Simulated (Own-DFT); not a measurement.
Simulation results for Hf$_{36}$O$_{71}$ (tetragonal hafnia with one neutral oxygen vacancy, atoms displaced)

A calculation, not a measurement: plane-wave PBE and HSE06 DFT by an unreviewed code, no spin, of a simulated cell at Gamma alone, so results move with cell size and shape, stress positive in tension, energies less offsets, not probed for a lower state with spin; hafnium file: forces about 75 meV/angstrom off all-electron values; oxygen file: force components 24 meV/angstrom off all-electron in a glass; k mesh not checked against a denser one; forces and stress are PBE's, HSE06 gives the energy alone, and its difference from PBE has offsets of its own; offsets are fitted by least squares, one for each functional and potential file, so energies compare only between cells with the same atoms and settings and are not formation energies; the far tail of each file's local potential was reset to the Coulomb form; each entry is a single point on an unrelaxed cell, so the pressure reflects the starting lattice, taken from the Materials Project, from which strain is counted, and rises with the displacements; printed positions are rounded, which can move forces by about a meV/angstrom; the program is a retired in-house code; no spin-orbit coupling. Program: Own-DFT development build.

Common to all runs: first functional PBE; second functional HSE06; exact exchange share 0.25; screening 0.11 1/bohr; exchange divergence Gygi-Baldereschi; potential files PseudoDojo norm-conserving, scalar-relativistic, made for PBE, standard set; wave cutoff 48 hartree; occupations fixed; k mesh 1 x 1 x 1 centred on Gamma.

(1) Hf$_{36}$O$_{71}$ (tetragonal hafnia with one neutral oxygen vacancy, atoms displaced)

```
Hf36O71
1.0
     10.7800     0.0000     0.0000
      0.0000    10.7800     0.0000
      0.0000     0.0000    10.4493
Hf O Hf O Hf O Hf O Hf O Hf O Hf O Hf O Hf O Hf O Hf O Hf O Hf O Hf O Hf O Hf O Hf O Hf O
2 4 2 4 2 3 2 4 2 4 2 4 2 4 2 4 2 4 2 4 2 4 2 4 2 4 2 4 2 4 2 4 2 4 2 4
Direct
  0.01212 0.99895 0.97872
  0.16194 0.17856 0.23642
  0.01453 0.16742 0.14785
  0.15340 0.99519 0.34247
  0.99683 0.17886 0.41311
  0.16582 0.00256 0.09976
  0.00424 0.99132 0.50058
  0.15618 0.17032 0.74781
  0.99794 0.15113 0.64835
  0.18173 0.00413 0.84791
  0.00377 0.16515 0.91425
  0.17636 0.99652 0.61414
  0.00925 0.33823 0.00198
  0.16976 0.49826 0.24519
  0.16392 0.34693 0.34174
  0.99883 0.49779 0.39610
  0.16675 0.33251 0.10202
  0.99125 0.33033 0.50312
  0.17544 0.49764 0.74696
  0.99547 0.49521 0.64311
  0.16400 0.33349 0.84657
  0.01621 0.49422 0.89840
  0.16979 0.33096 0.61537
  0.99174 0.66241 0.99400
  0.16396 0.83661 0.26538
  0.00046 0.83159 0.15019
  0.17884 0.67904 0.34858
  0.99904 0.82893 0.40795
  0.17012 0.67058 0.09476
  0.98392 0.67555 0.50572
  0.15892 0.83884 0.74423
  0.99534 0.83859 0.65956
  0.15745 0.65821 0.85529
  0.98894 0.84075 0.91492
  0.17671 0.67573 0.59866
  0.33931 0.98917 0.00413
  0.50882 0.16972 0.24953
  0.32806 0.15997 0.13895
  0.50658 0.01942 0.35322
  0.33206 0.15677 0.40527
  0.49670 0.99411 0.10138
  0.32351 0.00652 0.49395
  0.50379 0.18250 0.74967
  0.33182 0.17406 0.64683
  0.50437 0.00392 0.85955
  0.33211 0.15712 0.90462
  0.50036 0.00468 0.60711
  0.32776 0.33306 0.99500
  0.50442 0.51109 0.24944
  0.32534 0.48737 0.13042
  0.50214 0.33220 0.33763
  0.33200 0.50858 0.39942
  0.49574 0.32586 0.09010
  0.33681 0.33506 0.49715
  0.49030 0.49878 0.76322
  0.32574 0.49776 0.65649
  0.49856 0.33365 0.85304
  0.33071 0.51126 0.91476
  0.48949 0.34074 0.59238
  0.33736 0.66488 0.99791
  0.50148 0.84393 0.25618
  0.33133 0.81848 0.13759
  0.48489 0.64967 0.34307
  0.34532 0.82781 0.40237
  0.50598 0.66199 0.09369
  0.33279 0.67098 0.50145
  0.50837 0.84346 0.74559
  0.33313 0.82900 0.64636
  0.50942 0.65810 0.84966
  0.32444 0.83520 0.89661
  0.50263 0.67942 0.59591
  0.66295 0.99768 0.98969
  0.82135 0.15856 0.25752
  0.65464 0.16830 0.15613
  0.82994 0.99834 0.34541
  0.67360 0.15079 0.41077
  0.83620 0.98724 0.09891
  0.66210 0.00275 0.49554
  0.82547 0.16577 0.75174
  0.66187 0.17082 0.65592
  0.83865 0.99102 0.85571
  0.67343 0.16630 0.89686
  0.84678 0.01149 0.59991
  0.65681 0.33302 0.00518
  0.82816 0.49237 0.25196
  0.65865 0.49534 0.16276
  0.82486 0.34154 0.35123
  0.66222 0.50704 0.41174
  0.82972 0.31503 0.09955
  0.68220 0.32976 0.50757
  0.83960 0.49438 0.74612
  0.68229 0.50016 0.65379
  0.82051 0.33639 0.83503
  0.66916 0.49688 0.90090
  0.83919 0.33455 0.59263
  0.66101 0.66332 0.01338
  0.84514 0.84028 0.25853
  0.66816 0.82959 0.14819
  0.82910 0.67215 0.35201
  0.67864 0.84061 0.39528
  0.82712 0.66569 0.09817
  0.67214 0.67382 0.49982
  0.82672 0.82941 0.75252
  0.67084 0.82804 0.65637
  0.83085 0.66291 0.84127
  0.66397 0.83485 0.89996
  0.83164 0.64929 0.59279
```

| Item | Value |
| --- | --- |
| PBE energy of cell above offsets | -85.367 eV |
| HSE06 less PBE above offsets | 0.582 eV |
| PBE pressure | 6.19 GPa |
| PBE stress xx | -5.14 GPa |
| PBE stress yy | -8.32 GPa |
| PBE stress zz | -5.11 GPa |
| PBE stress yz | -0.53 GPa |
| PBE stress xz | 1.31 GPa |
| PBE stress xy | -0.38 GPa |

Force:
```tsv
element	x (eV/Å)	y (eV/Å)	z (eV/Å)
Hf	0.369	0.901	5.653
Hf	2.52	-1.201	1.103
O	-4.204	0.07	0.438
O	0.29	2.87	2.992
O	-0.298	-3.469	-2.029
O	0.56	-0.758	-0.492
Hf	0.378	3.118	1.275
Hf	2.29	-0.224	0.299
O	0.192	1.45	1.289
O	-2.465	-0.773	-0.287
O	-0.51	2.474	-3.061
O	-1.961	-0.02	-2.285
Hf	-1.513	-0.727	0.533
Hf	-0.066	2.768	-0.363
O	0.661	-2.63	1.16
O	-0.685	1.219	0.032
O	-0.196	0.485	-0.458
Hf	4.668	3.164	-0.53
Hf	-4.038	0.98	1.111
O	1.788	0.595	0.484
O	0.8	-0.205	1.396
O	-2.043	0.137	0.825
O	-1.015	-0.033	-2.419
Hf	2.123	0.603	1.079
Hf	0.559	-2.229	-5.892
O	0.495	-0.543	1.855
O	-0.719	-2.277	0.564
O	-0.364	1.158	-0.78
O	-1.703	-1.281	0.051
Hf	3.385	-4.25	-0.853
Hf	4.224	-1.579	1.895
O	-0.998	-0.653	-1.589
O	-0.044	1.81	-1.702
O	0.504	-4.312	-3.018
O	-3.329	-0.341	0.436
Hf	-2.515	1.156	-0.397
Hf	-5.49	1.286	-0.783
O	1.003	1.025	1.95
O	-0.038	-3.797	0.542
O	-0.625	3.194	-1.393
O	1.714	-0.413	1.332
Hf	1.592	-2.16	2.663
Hf	-3.56	-3.069	0.162
O	0.556	-0.339	0.655
O	0.383	0.121	-1.283
O	0.619	1.978	-0.69
O	0.345	-0.697	-0.827
Hf	0.376	-1.667	0.74
Hf	-3.432	-4.253	-0.8
O	1.354	0.745	2.84
O	0.042	0.173	1.117
O	-0.491	-2.299	0.472
O	-0.22	0.004	0.174
Hf	-2.08	-0.127	-0.586
Hf	1.915	1.23	-1.595
O	3.416	0.31	-0.942
O	-0.256	0.826	0.004
O	0.588	-4.299	-4.511
O	3.201	-0.227	1.138
Hf	-2.019	3.882	1.493
Hf	-0.552	-0.65	-1.886
O	1.423	1.583	2.779
O	1.313	6.327	1.592
O	0.458	3.265	-1.174
O	-2.331	-0.486	1.908
Hf	0.463	-0.296	0.032
Hf	-3.033	-0.871	0.545
O	0.49	0.648	1.119
O	-0.564	1.685	-0.277
O	0.987	-1.448	-0.576
O	0.629	-0.682	-0.142
Hf	1.021	-0.732	1.815
Hf	2.108	1.41	-2.723
O	3.791	-0.491	-1.093
O	1.215	0.984	1.733
O	1.109	5.483	-2.063
O	-0.672	1.781	0.198
Hf	-0.088	-3.27	3.071
Hf	1.387	-1.087	0.95
O	1.334	0.667	-1.403
O	-1.172	1.767	-1.668
O	-0.266	0.301	0.479
O	-3.22	-1.041	-0.804
Hf	1.86	0.464	-1.009
Hf	1.775	2.427	-0.632
O	2.722	-0.374	-1.849
O	-0.862	-2.853	0.824
O	0.149	-1.105	-0.266
O	0.044	1.004	-0.129
Hf	-3.395	2.393	-1.202
Hf	-0.328	1.358	1
O	-3.091	-1.12	-0.382
O	1.035	-1.76	0.704
O	-0.636	-0.321	1.648
O	-1.438	-1.212	2.005
Hf	2.134	0.634	-2.986
Hf	-0.97	-1.702	-4.285
O	-0.826	0.097	1.293
O	0.476	-0.906	-0.023
O	-1.95	-0.469	0.907
O	1.05	-1.131	0.262
Hf	-1.492	-1.336	-0.045
Hf	0.918	0.481	2.125
O	0.424	0.522	-1.66
O	0.933	0.247	0.338
O	0.014	-0.928	-0.371
O	-0.402	1.86	1.138
```

(2) Hf$_{36}$O$_{71}$ (tetragonal hafnia with one neutral oxygen vacancy, atoms displaced)

```
Hf36O71
1.0
     10.7800     0.0000     0.0000
      0.0000    10.7800     0.0000
      0.0000     0.0000    10.4493
Hf O Hf O Hf O Hf O Hf O Hf O Hf O Hf O Hf O Hf O Hf O Hf O Hf O Hf O Hf O Hf O Hf O Hf O
2 4 2 4 2 4 2 4 2 4 2 4 2 4 2 4 2 4 2 4 2 4 2 4 2 4 2 4 2 3 2 4 2 4 2 4
Direct
  0.00160 0.99989 0.99879
  0.17168 0.17142 0.24755
  0.99856 0.17511 0.14901
  0.16229 0.00072 0.34717
  0.99736 0.16740 0.40618
  0.16400 0.00699 0.09859
  0.00302 0.98865 0.50778
  0.16699 0.17594 0.75222
  0.99941 0.16902 0.65118
  0.17107 0.00394 0.84695
  0.00601 0.16842 0.89169
  0.16692 0.00455 0.58992
  0.99569 0.33795 0.00537
  0.16120 0.50610 0.25277
  0.99390 0.50150 0.14770
  0.16403 0.33943 0.34103
  0.99684 0.50173 0.40075
  0.16583 0.33168 0.09890
  0.00215 0.33362 0.49897
  0.17587 0.50200 0.74494
  0.99363 0.50198 0.64787
  0.17237 0.33525 0.85113
  0.00076 0.50373 0.89706
  0.16250 0.32985 0.59225
  0.00120 0.67385 0.00430
  0.15864 0.82908 0.25335
  0.00391 0.83558 0.15711
  0.16874 0.66176 0.34541
  0.99609 0.83850 0.40392
  0.17149 0.66250 0.09005
  0.00001 0.66737 0.50405
  0.16351 0.84145 0.75152
  0.00127 0.83341 0.65221
  0.16433 0.67284 0.85283
  0.00448 0.82846 0.90546
  0.17344 0.65902 0.59887
  0.34059 0.00054 0.99422
  0.49827 0.16289 0.25790
  0.33096 0.16904 0.15355
  0.51099 0.00024 0.34987
  0.33152 0.17060 0.39978
  0.49955 0.00178 0.09691
  0.33777 0.99449 0.49017
  0.50749 0.15972 0.74182
  0.33154 0.16002 0.64670
  0.49702 0.99635 0.84354
  0.34199 0.16187 0.89554
  0.50343 0.99880 0.60822
  0.33526 0.33423 0.00060
  0.49744 0.49639 0.25567
  0.32762 0.49823 0.15321
  0.49751 0.33518 0.34369
  0.32873 0.49811 0.40795
  0.50214 0.32750 0.09632
  0.33074 0.33599 0.50149
  0.50227 0.49754 0.75114
  0.33574 0.49970 0.64770
  0.49878 0.33302 0.84799
  0.33532 0.50053 0.90708
  0.49753 0.32888 0.59522
  0.33902 0.66812 0.99864
  0.50322 0.82577 0.24560
  0.33427 0.83160 0.14697
  0.50269 0.66039 0.34871
  0.33877 0.84412 0.40885
  0.50343 0.66620 0.09107
  0.33809 0.67046 0.50008
  0.50156 0.83652 0.74936
  0.33277 0.82517 0.66605
  0.50600 0.67233 0.84253
  0.33303 0.82294 0.89073
  0.49428 0.66399 0.59623
  0.66041 0.00528 0.99683
  0.83567 0.16948 0.24384
  0.67200 0.16798 0.14404
  0.83371 0.00475 0.34722
  0.66657 0.16335 0.40937
  0.82267 0.00224 0.08960
  0.66329 0.99669 0.49038
  0.83258 0.16712 0.74576
  0.66561 0.16412 0.64583
  0.83464 0.00295 0.85694
  0.66596 0.16615 0.90031
  0.83163 0.99567 0.60549
  0.66246 0.33914 0.00087
  0.83264 0.50300 0.25352
  0.67301 0.49727 0.14657
  0.83810 0.33196 0.34771
  0.82788 0.33290 0.10534
  0.66904 0.33501 0.49910
  0.82938 0.51013 0.75086
  0.66326 0.50218 0.65691
  0.83454 0.32515 0.85025
  0.66442 0.49420 0.90752
  0.82916 0.33442 0.60613
  0.65952 0.66839 0.99806
  0.83223 0.83997 0.24626
  0.66603 0.82972 0.15771
  0.82675 0.67459 0.34686
  0.66994 0.83824 0.39868
  0.82328 0.66159 0.09993
  0.66636 0.66981 0.49581
  0.82721 0.82534 0.74976
  0.66784 0.82611 0.65742
  0.83723 0.66185 0.84280
  0.66275 0.83528 0.89936
  0.82942 0.66878 0.59755
```

| Quantity | Value |
| --- | --- |
| PBE energy of cell above offsets | -96.577 eV |
| HSE06 less PBE above offsets | 0.092 eV |
| PBE pressure | 2.1 GPa |
| PBE stress xx | -1.23 GPa |
| PBE stress yy | -2.6 GPa |
| PBE stress zz | -2.47 GPa |
| PBE stress yz | -0.26 GPa |
| PBE stress xz | -0.43 GPa |
| PBE stress xy | -0.07 GPa |

Force:
```tsv
element	x (eV/Å)	y (eV/Å)	z (eV/Å)
Hf	-0.737	1.668	-0.973
Hf	-1.686	-0.339	0.22
O	0.138	-0.665	-0.038
O	0.606	-0.818	-0.459
O	0.35	-0.293	-0.079
O	0.767	-0.447	-0.467
Hf	-1.177	3.598	-0.16
Hf	-0.335	-0.986	-0.542
O	0.233	0.045	0.076
O	-0.253	-0.472	0.057
O	0.193	-0.28	1.617
O	0.948	-1.175	0.652
Hf	-0.377	-0.334	-1.132
Hf	0.079	-2.156	-1.885
O	0.825	0.189	0.613
O	-0.038	-0.427	0.872
O	0.088	1.008	-0.078
O	0.109	0.015	-0.512
Hf	-1.874	-1.092	-0.115
Hf	-2.134	1.01	1.488
O	1.055	0.477	0.18
O	0.469	0.715	-0.645
O	-0.164	-0.175	0.89
O	1.204	0.617	1.021
Hf	0.165	-2.754	-0.748
Hf	1.783	1.748	-0.458
O	-1.249	-0.414	-0.866
O	-0.15	2.552	1.072
O	0.542	-2.496	-0.814
O	-0.978	0.464	1.382
Hf	0.044	-0.993	0.41
Hf	1.177	-0.944	0.817
O	-0.398	-0.517	-0.173
O	0.094	-1.113	-1.369
O	-0.435	1.731	-0.193
O	-1.102	0.294	-0.767
Hf	-1.707	-0.39	-0.368
Hf	0.7	1.165	-1.923
O	1.506	-0.292	-0.341
O	-1.043	-0.938	-0.157
O	0.503	-0.8	-0.504
O	-0.3	-0.173	0.74
Hf	-1.093	5.023	3.61
Hf	-1.621	1.071	0.606
O	0.502	0.667	0.511
O	0.068	0.47	1.335
O	-0.37	0.767	1.059
O	-0.319	-0.655	-1.872
Hf	-0.473	-0.703	-0.154
Hf	0.214	-0.59	-1.88
O	1.292	0.05	0.653
O	0.573	-0.461	0.684
O	0.505	1.079	-0.749
O	-0.961	0.509	0.578
Hf	0.25	-0.986	0.292
Hf	-0.621	-0.04	0.412
O	0.349	-0.52	0.61
O	0.024	0.061	-0.505
O	0.205	0.382	-0.883
O	0.666	0.394	-0.191
Hf	-1.627	0.139	-0.815
Hf	-0.551	0.817	-0.169
O	0.009	-0.155	1.103
O	0.076	1.146	-0.063
O	0.145	-4.518	-2.232
O	-0.715	0.122	1.687
Hf	-0.757	-0.832	0.82
Hf	-0.561	-0.513	-0.003
O	-0.399	0.448	-2.389
O	0.17	-1.892	0.527
O	0.419	1.938	1.927
O	1.463	0.294	-0.556
Hf	1.296	0.715	-0.698
Hf	0.026	0.178	0.388
O	-1.614	-0.431	1.503
O	-0.266	-0.845	-0.467
O	-0.498	1.469	-1.265
O	2.177	-0.945	1.445
Hf	1.503	1.439	2.44
Hf	0.592	-0.374	0.637
O	0.548	0.229	0.258
O	0.191	-1.095	-1.352
O	-0.839	0.076	-0.565
O	-0.154	-0.42	-0.894
Hf	1.215	-2.408	0.41
Hf	-0.168	-0.423	-0.692
O	-2.067	0.106	1.749
O	-1.076	0.785	0.524
O	0.856	0.263	-0.704
Hf	0.502	-0.35	0.656
Hf	1.452	-4.092	-0.452
O	0.111	0.167	-1.006
O	-0.115	1.739	0.248
O	0.013	2.461	-1.417
O	-0.114	0.048	-1.41
Hf	1.671	-0.405	-0.513
Hf	-0.33	0.356	0.606
O	-0.538	0.025	-0.762
O	-0.007	-0.699	0.374
O	-0.569	-1.709	-0.069
O	1.445	1.136	-0.676
Hf	-0.12	-0.576	0.433
Hf	0.602	2.755	0.416
O	-0.543	-0.28	-1.296
O	-0.568	2.105	1.517
O	0.602	-0.308	0.542
O	0.477	-0.018	-0.209
```
